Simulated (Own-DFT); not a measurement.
# Biaxial strain at fixed height in wurtzite GaN, 72 atoms (Ga36N36)

Source: density functional calculations with Own-DFT, an unreviewed in-house program that is no longer used. Nothing was measured or relaxed, and spin and spin-orbit coupling are left out.

All runs used: PBE; PseudoDojo norm-conserving scalar-relativistic files; cutoff 42 hartree; 4 x 4 x 3 k mesh centred on Gamma; Fermi-Dirac smearing of 0.1 eV.

Caveats: forces not confirmed at this smearing and k mesh; stress not checked against mesh or cutoff.

Unstrained cell vectors in Å: (9.567, 0.000, 0.000); (-4.783, 8.285, 0.000); (0.000, 0.000, 10.370). The unstrained cell has measured lattice constants (interpolated for alloys), not those of this functional. That, the random moves and any unrelaxed bonds set the pressure at no strain. Each run strains x and y alike by e, as a substrate would, and holds the height along z. Each atom got a random Gaussian move of width 0.05 Å along each axis. Stress is positive in tension.

```
e (%)  u (Å)  (s_xx + s_yy)/2 (GPa)  s_zz (GPa)
-1.25  0.050                 -13.72      -10.77
-1.00  0.047                 -13.53       -7.71
-0.50  0.048                  -8.75      -10.44
 0.50  0.049                      ?           ?
 1.25  0.049                  -1.08       -6.17
 1.75  0.053                   0.45       -4.61
 2.00  0.046                   2.70       -6.03
 2.25  0.050                   3.08       -4.78
 2.50  0.053                   4.16       -4.78
 3.00  0.048                   6.07       -3.30
```

## Analysis

With e as a fraction, the in-plane stress is -7.1 + 519 e - 2852 e² GPa (errors 28 and 1594, scatter 0.69), and s_zz is -8.2 + 150 e GPa (slope ± 24, scatter 1.11). At e = 0 the first slope is C11 + C12 and the second 2 C13, both with the ions held to the strained lattice and at the cell's own pressure. A free layer would change its height as e changes, and the in-plane slope would drop by 2 C13²/C33 to the biaxial modulus. At fixed height, a misfit of 1 % moves the in-plane stress by about 5.2 GPa and s_zz by 1.5 GPa.

## Prediction

Asked: what are the two stresses at e = 0.50 %?

Estimate: -4.5 and -7.4 GPa. DFT gave -5.30 and -6.74 GPa.
